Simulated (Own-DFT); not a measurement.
Simulation results for SiC (2H silicon carbide, strained, atoms displaced)

A calculation, not a measurement: plane-wave PBE density functional theory by an unreviewed code, no spin, of a simulated periodic cell, stress positive in tension, free energy of the whole cell less one offset for each atom, forces on such cells passed a denser k mesh, this cell's mesh not checked; offsets are fitted by least squares, one for each functional and potential file, so energies compare only between cells with the same atoms and settings and are not formation energies; the far tail of each file's local potential was reset to the Coulomb form; each entry is a single point on an unrelaxed cell, so the pressure reflects the starting lattice, mostly measured values (interpolated for alloys), from which strain is counted, and rises with the displacements; printed positions are rounded, which can move forces by about a meV/angstrom; the program, named Own-DFT, is a retired in-house code; no spin-orbit coupling. Program: Own-DFT development build.

Settings shared by all entries: functional PBE; potential files PseudoDojo norm-conserving, scalar-relativistic, standard set; wave cutoff 42 hartree; occupations Fermi-Dirac; smearing width 0.1 eV; hardware one NVIDIA H100; k mesh 4 x 4 x 3 centred on Gamma.

(1) 
```cif
# cell vector a (Å): 9.4260 -0.1668 0.0963
# cell vector b (Å): -4.8574 8.0426 -0.1574
# cell vector c (Å): 0.1049 -0.1374 10.0689
data_SiC
_symmetry_space_group_name_H-M 'P 1'
_symmetry_Int_Tables_number 1
_cell_length_a 9.4280
_cell_length_b 9.3969
_cell_length_c 10.0704
_cell_angle_alpha 91.938
_cell_angle_beta 88.804
_cell_angle_gamma 122.149
_cell_volume 754.94
loop_
_atom_site_label
_atom_site_type_symbol
_atom_site_fract_x
_atom_site_fract_y
_atom_site_fract_z
_atom_site_occupancy
Si1 Si 0.00658 0.01128 0.00040 1
Si2 Si 0.10770 0.22090 0.25316 1
C1 C 0.00381 0.99976 0.18556 1
C2 C 0.10810 0.21859 0.44106 1
Si3 Si 0.00123 0.99889 0.51287 1
Si4 Si 0.11249 0.22773 0.74790 1
C3 C 0.99975 0.99915 0.69307 1
C4 C 0.09620 0.20885 0.93752 1
Si5 Si 0.98343 0.32227 0.99550 1
Si6 Si 0.10726 0.54939 0.24768 1
C5 C 0.99399 0.32280 0.18944 1
C6 C 0.11543 0.55521 0.43804 1
Si7 Si 0.99982 0.32692 0.49851 1
Si8 Si 0.11016 0.55737 0.74192 1
C7 C 0.00838 0.34383 0.69980 1
C8 C 0.10121 0.54193 0.94304 1
Si9 Si 0.99562 0.66713 0.00057 1
Si10 Si 0.11190 0.89251 0.25567 1
C9 C 0.00846 0.66592 0.18109 1
C10 C 0.11152 0.88854 0.44236 1
Si11 Si 0.99802 0.67065 0.49480 1
Si12 Si 0.10520 0.88791 0.74938 1
C11 C 0.99320 0.66397 0.68591 1
C12 C 0.11742 0.88986 0.93815 1
Si13 Si 0.33235 0.99352 0.00265 1
Si14 Si 0.44507 0.22602 0.24930 1
C13 C 0.33314 0.00468 0.18630 1
C14 C 0.44550 0.22238 0.43591 1
Si15 Si 0.33629 0.00008 0.50343 1
Si16 Si 0.44948 0.22347 0.76128 1
C15 C 0.33737 0.00062 0.68403 1
C16 C 0.44408 0.21460 0.93767 1
Si17 Si 0.33377 0.33369 0.00365 1
Si18 Si 0.44746 0.55169 0.23979 1
C17 C 0.33600 0.33888 0.18228 1
C18 C 0.43738 0.55049 0.43666 1
Si19 Si 0.33340 0.33438 0.49895 1
Si20 Si 0.44402 0.55317 0.75646 1
C19 C 0.34782 0.32883 0.68702 1
C20 C 0.44882 0.55687 0.93816 1
Si21 Si 0.33471 0.65994 0.99666 1
Si22 Si 0.44560 0.89494 0.26041 1
C21 C 0.33186 0.66542 0.19231 1
C22 C 0.45086 0.88629 0.44292 1
Si23 Si 0.32705 0.65462 0.50524 1
Si24 Si 0.45066 0.88729 0.75588 1
C23 C 0.33399 0.66914 0.69021 1
C24 C 0.43066 0.87129 0.94400 1
Si25 Si 0.66848 0.00185 0.99760 1
Si26 Si 0.77919 0.22687 0.25971 1
C25 C 0.66299 0.99431 0.18742 1
C26 C 0.77031 0.22407 0.43476 1
Si27 Si 0.66619 0.00183 0.50554 1
Si28 Si 0.78406 0.20923 0.75291 1
C27 C 0.66545 0.99575 0.68697 1
C28 C 0.78393 0.22379 0.93207 1
Si29 Si 0.67064 0.34987 0.99909 1
Si30 Si 0.78877 0.56899 0.25320 1
C29 C 0.67008 0.32986 0.19349 1
C30 C 0.77833 0.56429 0.43135 1
Si31 Si 0.66710 0.32793 0.50397 1
Si32 Si 0.77654 0.56078 0.74254 1
C31 C 0.66787 0.33857 0.68626 1
C32 C 0.77334 0.55539 0.93570 1
Si33 Si 0.66936 0.65731 0.00229 1
Si34 Si 0.79798 0.90029 0.25366 1
C33 C 0.65675 0.65754 0.19179 1
C34 C 0.77104 0.87835 0.43894 1
Si35 Si 0.66685 0.66018 0.49241 1
Si36 Si 0.77861 0.89324 0.74804 1
C35 C 0.66984 0.66548 0.69098 1
C36 C 0.78151 0.88607 0.93354 1
_calc_free_energy_of_cell_above_offsets '-4.883'  # eV
_calc_pressure 2.64  # GPa
_calc_stress_xx 5.44  # GPa
_calc_stress_yy -6.18  # GPa
_calc_stress_zz -7.17  # GPa
_calc_stress_yz -3.55  # GPa
_calc_stress_xz 3.5  # GPa
_calc_stress_xy -7.72  # GPa
_calc_wall_time 351.9  # s
```

Force:
```csv
element,x (eV/Å),y (eV/Å),z (eV/Å)
Si,0.323,-4.136,-0.208
Si,0.454,0.68,-0.729
C,1.152,0.437,0.524
C,0.187,-0.394,0.111
Si,-0.497,-0.68,-2.297
Si,1.498,-0.122,0.882
C,-0.077,0.66,-0.179
C,1.027,4.332,-0.714
Si,3.328,1.336,1.833
Si,0.961,0.523,-0.119
C,0.111,0.497,-0.142
C,-1.845,-0.688,0.051
Si,-1.066,1.247,0.697
Si,-0.746,1.945,2.768
C,0.362,-3.569,-3.251
C,0.061,1.821,-1.33
Si,1.529,-0.188,-1.165
Si,0.811,-0.24,-1.229
C,-1.299,0.537,2.177
C,-0.108,0.941,-0.314
Si,0.814,-1.211,0.935
Si,1.673,0.39,0.409
C,1.118,0.569,-0.486
C,-1.592,-0.135,-0.109
Si,0.238,0.104,-0.322
Si,0.393,0.194,-0.098
C,0.388,-0.656,1.345
C,-0.405,-0.065,0.302
Si,0.472,0.1,-0.911
Si,0.171,-0.626,-3.177
C,-0.057,-0.414,2.196
C,-0.302,1.126,1.983
Si,-0.565,-0.908,-2.093
Si,-3.28,1.342,2.791
C,-0.018,-2.417,1.508
C,0.873,0.052,-0.301
Si,1.125,-0.466,0.36
Si,0.474,0.063,-1.812
C,-2.69,0.505,0.701
C,-0.089,-1.007,0.7
Si,-1.52,-1.214,2.089
Si,0.472,-1.118,-1.908
C,0.584,-0.107,-0.811
C,-1.713,-0.177,0.571
Si,0.974,1.892,-1.14
Si,-2.335,0.156,-0.322
C,0.875,-1.194,0.186
C,1.198,3.09,-1.355
Si,0.009,-1.266,1.022
Si,-0.327,-1.608,-3.446
C,0.963,1.172,0.707
C,2.035,-0.667,2.977
Si,0.621,-0.754,-1.901
Si,-1.923,3.011,-0.789
C,0.949,-0.054,0.668
C,-3.691,-1.678,0.691
Si,1.17,-3.666,1.102
Si,-0.62,-2.015,-1.927
C,-0.479,1.658,-1.1
C,1.565,-1.6,1.655
Si,-1.672,1.477,-0.847
Si,0.195,-0.835,1.125
C,1.197,-1.437,1.004
C,1.075,1.006,-0.717
Si,-1.658,2.323,0.018
Si,-4.016,-2.196,-0.46
C,3.786,2.451,-1.194
C,0.691,2.496,0.633
Si,-1.932,0.173,1.703
Si,0.493,-1.516,0.537
C,-1.166,0.567,-1.314
C,-0.708,0.153,1.256
```

(2) 
```cif
# cell vector a (Å): 9.2327 0.1537 0.0956
# cell vector b (Å): -4.4833 7.9964 -0.1595
# cell vector c (Å): 0.1040 -0.1405 10.1162
data_SiC
_symmetry_space_group_name_H-M 'P 1'
_symmetry_Int_Tables_number 1
_cell_length_a 9.2345
_cell_length_b 9.1689
_cell_length_c 10.1177
_cell_angle_alpha 91.979
_cell_angle_beta 88.831
_cell_angle_gamma 118.329
_cell_volume 753.60
loop_
_atom_site_label
_atom_site_type_symbol
_atom_site_fract_x
_atom_site_fract_y
_atom_site_fract_z
_atom_site_occupancy
Si1 Si 0.99154 0.99884 0.99959 1
Si2 Si 0.12057 0.23189 0.24491 1
C1 C 0.99672 0.98778 0.18826 1
C2 C 0.10733 0.21899 0.43592 1
Si3 Si 0.98496 0.98880 0.49335 1
Si4 Si 0.11767 0.21588 0.75004 1
C3 C 0.99682 0.99448 0.68547 1
C4 C 0.10772 0.22044 0.93708 1
Si5 Si 0.00836 0.33322 0.00342 1
Si6 Si 0.11397 0.55979 0.25128 1
C5 C 0.00050 0.33981 0.18803 1
C6 C 0.11805 0.55967 0.43691 1
Si7 Si 0.99742 0.32519 0.49916 1
Si8 Si 0.10869 0.55615 0.75107 1
C7 C 0.99496 0.33351 0.68955 1
C8 C 0.10564 0.55726 0.93300 1
Si9 Si 0.00363 0.66718 0.99933 1
Si10 Si 0.10989 0.88990 0.24714 1
C9 C 0.00844 0.67088 0.18803 1
C10 C 0.11335 0.88461 0.43719 1
Si11 Si 0.99630 0.66114 0.49328 1
Si12 Si 0.10719 0.89099 0.75284 1
C11 C 0.00373 0.67081 0.68409 1
C12 C 0.11416 0.88769 0.93654 1
Si13 Si 0.32437 0.00092 0.00126 1
Si14 Si 0.44494 0.22739 0.24841 1
C13 C 0.34426 0.00153 0.19053 1
C14 C 0.44210 0.21364 0.44483 1
Si15 Si 0.33001 0.99348 0.49406 1
Si16 Si 0.44696 0.22033 0.74739 1
C15 C 0.33152 0.00138 0.68756 1
C16 C 0.43337 0.23083 0.93969 1
Si17 Si 0.33101 0.33190 0.99695 1
Si18 Si 0.44652 0.56268 0.24940 1
C17 C 0.33018 0.33874 0.18100 1
C18 C 0.44565 0.54847 0.43825 1
Si19 Si 0.34383 0.33347 0.49955 1
Si20 Si 0.44932 0.55660 0.74746 1
C19 C 0.33697 0.33631 0.68362 1
C20 C 0.44532 0.55254 0.93569 1
Si21 Si 0.34524 0.66758 0.00578 1
Si22 Si 0.43967 0.88764 0.24771 1
C21 C 0.32945 0.67110 0.19673 1
C22 C 0.44785 0.88956 0.42974 1
Si23 Si 0.33741 0.66594 0.49434 1
Si24 Si 0.44673 0.88948 0.75032 1
C23 C 0.32684 0.66534 0.69023 1
C24 C 0.44431 0.88961 0.93842 1
Si25 Si 0.66615 0.98913 0.99698 1
Si26 Si 0.77260 0.23016 0.25128 1
C25 C 0.67042 0.00753 0.18682 1
C26 C 0.77731 0.21878 0.44013 1
Si27 Si 0.66387 0.99230 0.49572 1
Si28 Si 0.78353 0.21986 0.74409 1
C27 C 0.66148 0.00309 0.67660 1
C28 C 0.77052 0.22041 0.93515 1
Si29 Si 0.66403 0.33539 0.99273 1
Si30 Si 0.77969 0.55676 0.25468 1
C29 C 0.67129 0.33427 0.18374 1
C30 C 0.77305 0.55163 0.43966 1
Si31 Si 0.66324 0.33523 0.49881 1
Si32 Si 0.77816 0.55510 0.74784 1
C31 C 0.66047 0.33192 0.68601 1
C32 C 0.78159 0.55210 0.94102 1
Si33 Si 0.67106 0.67571 0.99019 1
Si34 Si 0.77394 0.88437 0.24779 1
C33 C 0.66462 0.66178 0.19069 1
C34 C 0.78578 0.89042 0.44089 1
Si35 Si 0.67140 0.67165 0.50064 1
Si36 Si 0.77760 0.88609 0.75387 1
C35 C 0.66463 0.66575 0.69417 1
C36 C 0.76454 0.87753 0.93941 1
_calc_free_energy_of_cell_above_offsets '-6.624'  # eV
_calc_pressure 2.6  # GPa
_calc_stress_xx -5.11  # GPa
_calc_stress_yy -0.61  # GPa
_calc_stress_zz -2.1  # GPa
_calc_stress_yz -4.56  # GPa
_calc_stress_xz 3.62  # GPa
_calc_stress_xy 7.41  # GPa
_calc_wall_time 347.3  # s
```

Force:
```csv
element,x (eV/Å),y (eV/Å),z (eV/Å)
Si,1.277,-0.425,0.423
Si,-1.794,-1.766,1.179
C,-1.502,2.297,-0.921
C,1.818,-0.481,-0.313
Si,4.31,2.938,1.47
Si,-1.753,1.193,-1.017
C,-0.763,0.407,0.399
C,1.264,-0.934,-0.138
Si,-3.544,1.235,-0.965
Si,-0.317,-0.613,0.204
C,0.409,-0.667,0.207
C,-0.224,-1.517,-0.059
Si,-0.579,1.67,0.377
Si,0.125,-0.082,-0.762
C,2.017,-0.183,-0.684
C,2.809,-0.948,1.451
Si,-0.944,0.043,0.526
Si,1.91,-0.239,0.919
C,-1.33,-0.536,-0.043
C,-1.305,-0.175,-0.692
Si,0.582,0.908,1.329
Si,1.634,-0.582,-1.256
C,-1.012,-0.658,0.181
C,-1.811,-0.047,0.452
Si,1.946,0.75,0.054
Si,0.676,-0.295,0.211
C,-3.398,0.914,-1.087
C,0.584,0.706,-2.303
Si,-0.046,0.245,1.597
Si,-1.059,0.305,0.318
C,0.083,-0.669,-0.095
C,4.454,-2.72,-1.465
Si,-2.473,1.856,0.683
Si,0.243,-0.925,0.289
C,1.159,0.166,0.989
C,0.606,1.134,-0.45
Si,-2.632,-0.687,0.17
Si,-1.957,-0.262,0.263
C,0.053,-0.576,0.941
C,0.518,0.201,0.153
Si,-2.872,0.386,-1.06
Si,2.194,1.029,0.16
C,1.466,-0.691,-1.851
C,0.459,-0.939,1.118
Si,-0.941,0.215,1.413
Si,-0.963,-0.182,-0.364
C,1.454,0.254,-0.968
C,0.324,-0.21,0.264
Si,-3.513,3.352,1.182
Si,2.5,-1.296,0.086
C,0.1,-1.454,0.107
C,-0.455,0.276,-0.679
Si,-0.757,1.494,-0.412
Si,-1.998,0.241,0.923
C,1.3,-1.237,2.178
C,2.049,-1.104,-0.258
Si,-0.272,-0.583,1.081
Si,0.374,-0.15,-1.527
C,-2.243,1.018,0.235
C,0.762,0.326,-0.326
Si,0.746,-1.258,0.734
Si,0.9,-0.225,0.482
C,1.29,0.484,0.231
C,-0.763,1.387,-1.118
Si,0.499,-4.754,2.511
Si,0.064,0.863,0.275
C,-0.364,0.91,-1.066
C,-2.902,-2.346,-1.882
Si,-0.808,-0.742,0.587
Si,-0.933,0.803,-1.581
C,0.53,0.561,-1.36
C,2.739,2.589,-1.652
```

(3) 
```cif
# cell vector a (Å): 9.2538 0.0701 0.0766
# cell vector b (Å): -4.5662 8.0131 -0.1755
# cell vector c (Å): 0.0834 -0.1724 10.1372
data_SiC
_symmetry_space_group_name_H-M 'P 1'
_symmetry_Int_Tables_number 1
_cell_length_a 9.2544
_cell_length_b 9.2245
_cell_length_c 10.1390
_cell_angle_alpha 92.170
_cell_angle_beta 89.062
_cell_angle_gamma 119.246
_cell_volume 754.66
loop_
_atom_site_label
_atom_site_type_symbol
_atom_site_fract_x
_atom_site_fract_y
_atom_site_fract_z
_atom_site_occupancy
Si1 Si 0.00356 0.00569 0.99112 1
Si2 Si 0.10330 0.23108 0.24941 1
C1 C 0.00570 0.00480 0.19487 1
C2 C 0.11393 0.22632 0.44089 1
Si3 Si 0.98960 0.99786 0.49095 1
Si4 Si 0.10932 0.21311 0.74459 1
C3 C 0.01342 0.01160 0.68656 1
C4 C 0.10728 0.21730 0.94180 1
Si5 Si 0.00386 0.33109 0.99450 1
Si6 Si 0.12024 0.56017 0.25770 1
C5 C 0.99098 0.32069 0.18789 1
C6 C 0.10926 0.56331 0.43575 1
Si7 Si 0.98532 0.32423 0.48886 1
Si8 Si 0.11293 0.54823 0.75246 1
C7 C 0.00064 0.33578 0.69014 1
C8 C 0.09828 0.55686 0.93955 1
Si9 Si 0.00122 0.66802 0.99672 1
Si10 Si 0.10282 0.88121 0.25311 1
C9 C 0.00414 0.67815 0.18179 1
C10 C 0.10678 0.89264 0.43620 1
Si11 Si 0.01206 0.67360 0.49970 1
Si12 Si 0.11361 0.89051 0.75686 1
C11 C 0.00378 0.67494 0.69840 1
C12 C 0.10688 0.89519 0.93703 1
Si13 Si 0.33127 0.99992 0.99570 1
Si14 Si 0.44663 0.21899 0.24122 1
C13 C 0.32093 0.99818 0.18389 1
C14 C 0.43708 0.21721 0.44202 1
Si15 Si 0.32757 0.00473 0.50350 1
Si16 Si 0.44504 0.21645 0.75133 1
C15 C 0.33598 0.99593 0.68167 1
C16 C 0.43826 0.21954 0.92977 1
Si17 Si 0.33289 0.33476 0.00476 1
Si18 Si 0.44838 0.54717 0.24781 1
C17 C 0.33861 0.33635 0.19203 1
C18 C 0.43996 0.55256 0.43873 1
Si19 Si 0.33531 0.34304 0.51045 1
Si20 Si 0.43509 0.55270 0.74886 1
C19 C 0.33546 0.32877 0.69495 1
C20 C 0.44172 0.55674 0.93388 1
Si21 Si 0.32621 0.65679 0.00273 1
Si22 Si 0.45280 0.90078 0.24639 1
C21 C 0.33255 0.66889 0.19493 1
C22 C 0.44654 0.88377 0.43375 1
Si23 Si 0.32950 0.67744 0.50419 1
Si24 Si 0.44853 0.88746 0.74179 1
C23 C 0.33197 0.67199 0.68264 1
C24 C 0.44419 0.88731 0.93775 1
Si25 Si 0.65758 0.99576 0.00522 1
Si26 Si 0.77945 0.22009 0.24966 1
C25 C 0.66901 0.99748 0.18580 1
C26 C 0.78052 0.22025 0.43295 1
Si27 Si 0.66154 0.99263 0.50301 1
Si28 Si 0.77584 0.21503 0.74215 1
C27 C 0.65805 0.99376 0.69737 1
C28 C 0.78948 0.22445 0.94236 1
Si29 Si 0.66510 0.34693 0.00978 1
Si30 Si 0.77633 0.54907 0.24861 1
C29 C 0.66875 0.32334 0.17963 1
C30 C 0.77529 0.55254 0.44303 1
Si31 Si 0.67116 0.33725 0.50373 1
Si32 Si 0.77602 0.55254 0.74971 1
C31 C 0.66908 0.33583 0.69971 1
C32 C 0.78077 0.55262 0.92500 1
Si33 Si 0.67244 0.67506 0.01079 1
Si34 Si 0.78800 0.88946 0.24859 1
C33 C 0.66402 0.66234 0.18360 1
C34 C 0.78205 0.88943 0.43336 1
Si35 Si 0.66447 0.66709 0.49973 1
Si36 Si 0.78092 0.87607 0.75119 1
C35 C 0.65981 0.66207 0.69245 1
C36 C 0.78032 0.89660 0.94539 1
_calc_free_energy_of_cell_above_offsets '-4.416'  # eV
_calc_pressure 2.97  # GPa
_calc_stress_xx -2.71  # GPa
_calc_stress_yy -2.82  # GPa
_calc_stress_zz -3.39  # GPa
_calc_stress_yz -5.89  # GPa
_calc_stress_xz 2.52  # GPa
_calc_stress_xy 2.71  # GPa
_calc_wall_time 356.4  # s
```

Force:
```csv
element,x (eV/Å),y (eV/Å),z (eV/Å)
Si,-1.399,-0.505,3.027
Si,3.695,-1.814,1.313
C,-0.343,-0.129,-1.457
C,-0.715,-0.134,-0.605
Si,2.258,1.881,1.768
Si,-0.535,3.779,1.818
C,-1.243,-4.815,-1.215
C,1.484,1.593,-1.518
Si,-1.734,0.491,1.23
Si,-1.591,-0.393,-2.316
C,-0.454,3.456,-0.697
C,1.583,-1.741,0.883
Si,3.007,2.6,2.58
Si,-1.775,1.973,-0.045
C,0.212,-1.713,-1.695
C,4.29,-1.367,-0.545
Si,-2.381,1.17,0.193
Si,0.339,2.795,-0.399
C,0.01,-3.521,0.787
C,1.035,-0.853,0.546
Si,-3.228,0.458,1.593
Si,0.256,0.781,-1.613
C,0.34,-1.718,-1.995
C,2.023,-1.227,0.208
Si,-0.173,0.081,0.271
Si,-1.039,-0.216,2.113
C,1.823,-0.008,0.232
C,1.084,1.569,-0.861
Si,0.926,-0.675,-1.655
Si,0.062,0.615,-0.819
C,-0.578,0.136,1.842
C,0.759,0.358,2.8
Si,-0.103,-0.187,-1.33
Si,-1.805,2.319,1.393
C,-0.771,-1.451,-1.254
C,0.148,1.191,0.214
Si,0.258,-1.581,-1.436
Si,0.952,0.43,0.325
C,-0.873,0.415,-0.736
C,0.633,-0.397,1.294
Si,-0.867,1.665,0.178
Si,-0.939,-1.682,0.358
C,1.37,-0.359,-1.197
C,-1.284,1.692,0.5
Si,1.326,-1.85,-2.082
Si,-2.068,-0.155,2.573
C,0.312,-1.74,1.368
C,-0.708,-0.861,-0.463
Si,1.018,1.981,-1.604
Si,-0.27,-0.861,-0.914
C,0.002,-0.025,1.261
C,-2.451,-1.259,0.59
Si,0.054,0.594,-0.359
Si,0.176,1.529,3.187
C,3.121,0.26,-2.685
C,-2.779,-0.995,-0.933
Si,1.89,-1.968,-5.156
Si,0.384,0.808,0.338
C,-1.064,1.042,3.304
C,0.848,0.679,-1.043
Si,-1.168,-1.225,0.271
Si,0.257,1.184,-0.809
C,0.229,-1.544,-2.689
C,-1.246,1.19,4.391
Si,-0.017,-0.628,-4.388
Si,-1.379,0.04,-0.587
C,0.981,-0.012,2.668
C,-1.843,-1.253,0.669
Si,-0.222,-0.327,0.338
Si,-1.064,2.439,1.006
C,0.477,-0.475,-1.27
C,0.484,-1.53,-1.061
```
